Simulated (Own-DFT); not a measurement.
# Computed records: SiC (4H silicon carbide, strained, atoms displaced), GaAs (zincblende with one plane slipped along a stacking-fault path, atoms displaced), GaP (zincblende, atoms displaced)

All values are calculated (Own-DFT development build). A calculation, not a measurement: plane-wave PBE density functional theory by an unreviewed code, no spin, of a simulated periodic cell, stress positive in tension, free energy of the whole cell less one offset for each atom, forces on such cells passed a denser k mesh, this cell's mesh not checked; offsets are fitted by least squares, one for each functional and potential file, so energies compare only between cells with the same atoms and settings and are not formation energies; the far tail of each file's local potential was reset to the Coulomb form; each entry is a single point on an unrelaxed cell, so the pressure reflects the starting lattice, mostly measured values (interpolated for alloys), from which strain is counted, and rises with the displacements; printed positions are rounded, which can move forces by about a meV/angstrom; the program, named Own-DFT, is a retired in-house code; no spin-orbit coupling.

Settings shared by all entries: functional PBE; potential files PseudoDojo norm-conserving, scalar-relativistic, standard set; wave cutoff 42 hartree; occupations Fermi-Dirac; smearing width 0.1 eV.

(1) 
```xyz
72
Lattice="9.2205 0.0186 -0.0795 -4.5942 7.9129 -0.1149 -0.0866 -0.1944 10.1228" Properties=species:S:1:pos:R:3:force_x:R:1:force_y:R:1:force_z:R:1 formula=SiC hardware=one_NVIDIA_H100 k_mesh=4_x_4_x_3_centred_on_Gamma free_energy_of_cell_above_offsets=-4.954 pressure=7.54 stress_xx=-7.13 stress_yy=-10.59 stress_zz=-4.92 stress_yz=-7.72 stress_xz=-3.18 stress_xy=-0.82 wall_time=371.3
Si     9.1388    -0.0222     4.0230      1.022        0.1      0.416
Si     0.0239     1.7101     1.5267      -1.17      1.221     -0.293
C      9.1648     0.0183     0.8082      1.835     -0.568      1.133
C      0.0115     1.7072     3.4370     -1.984     -0.656     -0.328
Si     7.6150     2.5165     3.9543      2.294      1.898      1.471
Si    -1.5859     4.4464     1.5184      0.788     -2.477     -0.862
C      7.6501     2.6146     0.7199      0.242      0.533      3.415
C     -1.6555     4.2946     3.3788      2.123      0.008      0.311
Si    -3.0491     5.1652     4.0687     -2.428      0.987     -0.672
Si    -3.0478     6.9955     1.4681     -1.186      0.737     -0.696
C      6.1245     5.2506     0.7953      0.203      0.913     -0.523
C     -3.1864     7.0082     3.3202      1.755     -1.087      1.396
Si     2.9548    -0.0450     4.1347      1.102     -0.974     -0.923
Si     3.1336     1.7515     1.5601     -1.867     -0.035      0.088
C      3.0171     0.0108     0.8525      0.737     -0.133      2.165
C      3.0150     1.6613     3.5098     -0.216      0.684     -1.773
Si     1.4332     2.5199     4.1097      2.213      2.138     -1.248
Si     1.5572     4.3555     1.3913       0.11      2.176      2.391
C      1.4939     2.6643     0.9112      1.865     -2.273     -0.999
C      1.5106     4.3226     3.3687     -0.514      0.063     -0.055
Si    -0.1049     5.1888     4.0035      1.716      0.153     -0.738
Si    -0.0495     6.9545     1.4378      0.984      1.383      0.003
C     -0.0436     5.2176     0.8577      0.811      0.203      0.086
C     -0.0211     7.0377     3.3716     -1.546     -1.419     -0.548
Si     1.5107     7.8439     3.9246      0.989      0.673      -0.19
Si     6.1193     1.7882     1.5037      1.205     -2.015     -1.635
C      1.5237     7.8230     0.7729      0.465      1.226      0.607
C      6.2158     1.7396     3.3200     -3.747     -1.924      1.179
Si     4.5276     2.5439     3.9982      1.555      0.196      0.202
Si     4.7029     4.2900     1.4562     -1.721      3.257      0.513
C      4.6205     2.6615     0.8879     -0.261     -2.584      -1.87
C      4.6191     4.2700     3.2868     -0.525      0.885      2.322
Si     3.0471     5.1501     4.0596      0.326      0.525       -3.5
Si     3.1911     7.0221     1.4450     -2.591     -0.416     -1.905
C      3.1812     5.2695     0.7755     -0.511     -0.932      1.357
C      3.1428     7.0279     3.2292     -2.363     -1.599      2.971
Si     4.4777     7.6843     9.0059       0.88      3.782     -0.697
Si     4.6235     6.0498     6.4145     -1.079     -0.133      1.151
C      4.5708     7.8154     5.8225     -1.227     -0.659     -1.185
C      4.4638     6.0952     8.3405      1.624     -4.135     -0.806
Si     6.0614     5.1265     9.0121     -0.121      1.191      0.331
Si     6.0115     3.4036     6.4692      1.762      0.072      1.284
C     -3.0672     5.1569     5.9612      0.406      0.192     -0.498
C      6.0327     3.3905     8.4902       1.17      0.112     -2.468
Si     7.5643     2.4923     9.0711      1.443     -0.044     -1.296
Si     7.5772     0.6585     6.6160      0.701      2.162     -0.861
C      7.6071     2.5342     5.9134     -0.718     -1.215     -0.593
C      7.5722     0.7225     8.4426      0.968      0.317      0.549
Si     6.1406    -0.1619     9.1239     -1.884     -0.445      0.819
Si     1.5294     6.0125     6.4734     -0.711      0.727      1.507
C      6.0204    -0.0473     5.9908      1.917     -2.215     -1.885
C      1.3901     6.0484     8.4152      1.991     -2.203     -0.673
Si     3.1265     4.9854     9.0900     -2.148      4.489     -0.733
Si     3.0133     3.3873     6.5334      0.644      0.485      0.746
C      3.0395     5.1323     5.8529      1.038      0.824      1.209
C      3.0025     3.3723     8.4702      1.281     -2.051     -1.593
Si     4.5987     2.5046     9.0256     -1.912     -2.064      1.435
Si     4.5943     0.7843     6.6550     -1.825      0.363     -1.484
C      4.5279     2.5331     5.8981      0.233     -0.259      0.083
C      4.5727     0.6708     8.4371     -0.637      1.204      2.317
Si    -1.6252     7.7327     9.0532       0.49      0.423     -1.542
Si    -1.4302     6.0289     6.5014     -1.728      0.353      1.651
C      3.0556    -0.0765     5.9697     -0.575     -1.103       1.02
C     -1.5589     5.9376     8.6127     -1.469      0.701     -3.138
Si    -0.0660     5.0781     9.0916      0.964      0.838      0.611
Si    -0.1086     3.3304     6.5940      2.161      0.852      0.643
C      0.0287     5.1201     5.8844     -0.856     -0.456     -0.153
C      0.0037     3.3541     8.5791     -1.758     -0.945     -2.191
Si     1.5381     2.5155     9.1296     -1.447     -1.964      0.194
Si     1.4395     0.6435     6.6349      1.909      2.599      -0.27
C      1.5716     2.5800     5.9079     -3.264     -2.302      1.501
C      1.4359     0.7126     8.4613      0.066     -0.362      1.747
```

Units: free_energy_of_cell_above_offsets in eV; pressure, stress_xx, stress_yy, stress_zz, stress_yz, stress_xz, stress_xy in GPa; wall_time in s; force_x, force_y, force_z in eV/Å.

(2) 
```xyz
48
Lattice="5.6533 -5.6533 0.0000 0.0000 5.6533 -5.6533 11.4950 11.4950 10.9297" Properties=species:S:1:pos:R:3:force_x:R:1:force_y:R:1:force_z:R:1 formula=GaAs k_mesh=4_x_4_x_2_centred_on_Gamma free_energy_of_cell_above_offsets=-14.697 pressure=5.03 stress_xx=-5.1 stress_yy=-4.98 stress_zz=-5 stress_yz=-0.33 stress_xz=-0.72 stress_xy=1.86
Ga     0.0559    -0.0116    -0.0227     -0.937       0.61      0.014
As     7.1044     1.3860    -4.1810     -0.761     -0.077     -0.618
Ga     2.7852     2.7114    -0.0053      0.488      0.456      -0.04
As     4.1660     4.1830     1.4338      0.798     -0.023     -0.319
Ga     5.7622     2.8383     2.8621      -0.74      0.116     -0.064
As     7.1116     4.2938     4.3051      -0.85      0.934     -2.659
Ga     5.7482     5.8695     5.2812      0.272     -0.173      2.758
As    12.8683     1.6994     6.7492      0.535     -1.491     -0.751
Ga     8.5149     8.6868     5.1662      2.186     -1.408      1.716
As    10.0887     9.9363     6.7230     -0.139       0.99     -0.574
Ga    11.5757     8.6298     8.1501     -1.108     -0.586     -0.367
As    12.8865    10.0922     9.4387     -0.219      0.091      0.833
Ga     0.1250     2.9407    -2.8257     -2.117     -1.994     -1.539
As     1.4024     4.1428    -1.4756      1.057      1.322      2.097
Ga     2.7156     5.6588    -2.7560      1.424     -0.299     -0.066
As     4.2597     7.0234    -1.3767     -0.426      0.718     -0.913
Ga     5.5976     5.6768    -0.0363      0.325     -1.049      0.733
As     7.0908     7.0089     1.3284      0.348        0.7      -1.46
Ga     5.9034     8.6887     2.3946      0.892     -1.473       2.26
As     7.2943     9.9996     3.8731     -1.296      2.201      -1.22
Ga     8.7628    11.4957     2.4559     -1.293       0.03       -0.2
As    10.0066    12.8804     3.8742      1.012      0.731      0.742
Ga    11.5685    11.5234     5.2682     -1.391     -0.295       0.51
As    12.9563    12.8893     6.6546      0.031      0.444      0.662
Ga    14.2604     8.7278    10.8564      0.203      0.033      0.845
As     4.2343     4.2602    -4.2558     -0.612      0.332     -0.054
Ga     5.6394    -0.0132    -0.0568      0.472      0.015       0.45
As     7.1236     1.5111     1.3526     -1.072     -1.576      0.669
Ga     8.4822    -0.0012     2.7920     -0.022      0.591     -0.118
As     9.8190     1.4558     4.2696      0.893     -0.739     -3.061
Ga     8.7075     3.0823     5.2161     -0.219     -0.219      2.873
As    10.0279     4.4964     6.6249      0.804     -0.469      0.404
Ga    11.5279     5.8927     5.3186      0.195     -0.358     -0.516
As    12.9766     7.2914     6.6578     -1.058      -0.53      0.644
Ga    14.2916     5.8793     8.0309      0.934     -0.748       0.63
As    15.6533     7.3658     9.5326        1.3     -0.783     -0.758
Ga    14.3361    11.4116     8.1571      0.081      1.063     -0.665
As     4.2481     1.3765    -1.4354      0.018        0.4     -0.271
Ga     5.6430     2.8453    -2.9204      0.255      0.283      0.923
As     7.1257     4.3348    -1.4150     -0.591     -1.221       0.22
Ga     8.5306     2.7629     0.0630      0.691      1.432     -1.015
As     9.9466     4.1998     1.4952     -1.158      1.344     -2.792
Ga     8.6097     5.7764     2.5711      0.056     -0.129      1.734
As    10.1471     7.2620     3.8752     -0.909      0.026     -0.057
Ga    11.4814     8.6764     2.4003     -0.677      0.846      0.475
As    12.8380    10.1305     3.8539       0.71     -0.401     -0.419
Ga    14.2440     8.6858     5.3450      0.876      0.888     -1.259
As    15.7075    10.1287     6.7018      0.737     -0.555     -0.418
```

Units: free_energy_of_cell_above_offsets in eV; pressure, stress_xx, stress_yy, stress_zz, stress_yz, stress_xz, stress_xy in GPa; force_x, force_y, force_z in eV/Å.

(3) 
```xyz
64
Lattice="10.9010 0.0000 0.0000 0.0000 10.9010 0.0000 0.0000 0.0000 10.9010" Properties=species:S:1:pos:R:3:force_x:R:1:force_y:R:1:force_z:R:1 formula=GaP hardware=one_NVIDIA_H100 k_mesh=3_x_3_x_3_centred_on_Gamma free_energy_of_cell_above_offsets=-23.368 pressure=5.56 stress_xx=-5.58 stress_yy=-5.39 stress_zz=-5.71 stress_yz=0.39 stress_xz=-0.85 stress_xy=0.14 wall_time=580.2
Ga    10.8302    10.7637    10.8715      0.261      3.102     -0.367
Ga     0.0833     2.7267     2.6617     -0.745      1.115      0.448
Ga     2.7536    10.8625     2.8556      0.661      1.043     -2.194
Ga     2.8581     2.7771    10.7814      0.045      -0.82      1.619
P      1.3229     1.3598     1.3863       1.05     -0.478     -1.245
P      1.4835     4.0821     4.2375     -2.436      2.494      -4.28
P      4.0741     1.3731     3.9911      0.097      0.797      1.341
P      4.0697     4.2045     1.4327     -2.056     -1.775      0.321
Ga    10.7018    10.8589     5.4663      1.274     -0.118      0.372
Ga     0.1092     2.7555     8.1641     -2.648      1.973      2.528
Ga     2.6709    10.7893     8.1711      0.128      0.955      0.137
Ga     2.4891     2.8017     5.4567      3.706     -2.982      1.661
P      1.1647     1.5560     6.8301      1.865     -3.853     -1.625
P      1.5060     4.0996     9.5853     -2.081      0.135     -0.177
P      4.1716     1.4459     9.4100     -1.976     -2.247      1.569
P      4.1125     4.0783     6.5810     -0.231      0.142      1.925
Ga     0.1177     5.5124     0.0636      0.346     -0.446     -0.797
Ga    10.8655     8.0248     2.7442      1.571       2.31     -1.036
Ga     2.7676     5.6002     2.7763     -0.096     -0.918      0.453
Ga     2.6706     8.1442    10.7919      2.647     -1.546      1.395
P      1.4422     6.8468     1.3728     -0.183      0.037      0.356
P      1.3576     9.7026     4.0107     -1.892     -2.411      1.889
P      4.2549     6.7543     4.0576     -0.951      2.159      0.332
P      4.0854     9.5598     1.3963     -0.117      0.026     -0.955
Ga     0.0469     5.3039     5.4794     -0.357      1.594      0.306
Ga    10.7403     8.3256     8.0813      2.043       -1.8      2.759
Ga     2.5638     5.4070     8.1139      1.548      0.129     -1.278
Ga     2.5589     8.1794     5.4823      2.297      1.205     -1.601
P      1.3573     6.9780     6.8280     -1.764     -1.778      0.936
P      1.4300     9.5634     9.8087     -1.025      0.697     -3.842
P      4.0983     6.5632     9.4740     -0.827      2.269     -0.554
P      4.1581     9.5098     6.8590     -1.439      0.796     -1.575
Ga     5.5085     0.0515    10.8234     -1.711      0.395      1.137
Ga     5.4025     2.8736     2.6549      -0.05     -2.029     -0.238
Ga     8.2469     0.1657     2.7926     -0.698     -2.425     -1.016
Ga     8.1007     2.8636    10.8663      0.797     -1.938      1.419
P      6.7509     1.2280     1.4423      0.353      2.086     -0.392
P      6.7165     3.9819     4.0052      2.403      2.115      1.535
P      9.5457     1.3465     4.0958      2.073      0.463     -0.964
P      9.5003     4.2995     1.2161      0.808     -2.161      0.881
Ga     5.5500     0.0765     5.3983     -2.096     -1.129     -0.796
Ga     5.4220     2.6799     8.2207      1.495      1.448       -2.8
Ga     8.2198     0.1777     8.2150     -2.493     -2.408     -2.133
Ga     8.3769     2.7210     5.2664     -2.711      1.535      1.854
P      6.7964     1.2420     6.6747      1.803       2.74      1.846
P      6.7930     3.9644     9.5637     -1.273      2.787     -1.255
P      9.3915     1.3560     9.4662      3.285      2.091      2.338
P      9.4674     4.2461     6.8969      0.749     -1.608     -0.685
Ga     5.2046     5.4477     0.1313      3.009      0.279     -1.179
Ga     5.5611     8.3854     2.7508     -0.161     -1.026      0.139
Ga     8.3713     5.5893     2.6724     -2.776     -1.713     -0.285
Ga     8.2061     8.0206     0.1109     -1.837      1.621      0.565
P      6.7194     6.7155     1.4652      0.294      1.137     -0.433
P      6.9330     9.5119     4.2869     -0.396      1.181     -2.228
P      9.5929     6.7887     3.9772      0.083     -0.066       3.28
P      9.7139     9.4475     1.2289     -2.465     -0.802      2.711
Ga     5.5368     5.6698     5.5765     -1.772     -3.576     -2.498
Ga     5.3499     8.2227     8.2137      1.271     -0.557      1.189
Ga     8.2320     5.7146     8.1028     -0.764     -1.305      1.422
Ga     8.1551     8.1096     5.4574      1.057      -0.79     -0.301
P      6.7993     6.8282     6.7426      1.166      2.195      2.654
P      6.8129     9.7129     9.6173      1.292     -2.712     -1.321
P      9.4781     6.7793     9.7322      1.555      0.222     -2.374
P      9.4170     9.4404     6.8483     -1.006      2.142     -0.889
```

Units: free_energy_of_cell_above_offsets in eV; pressure, stress_xx, stress_yy, stress_zz, stress_yz, stress_xz, stress_xy in GPa; wall_time in s; force_x, force_y, force_z in eV/Å.
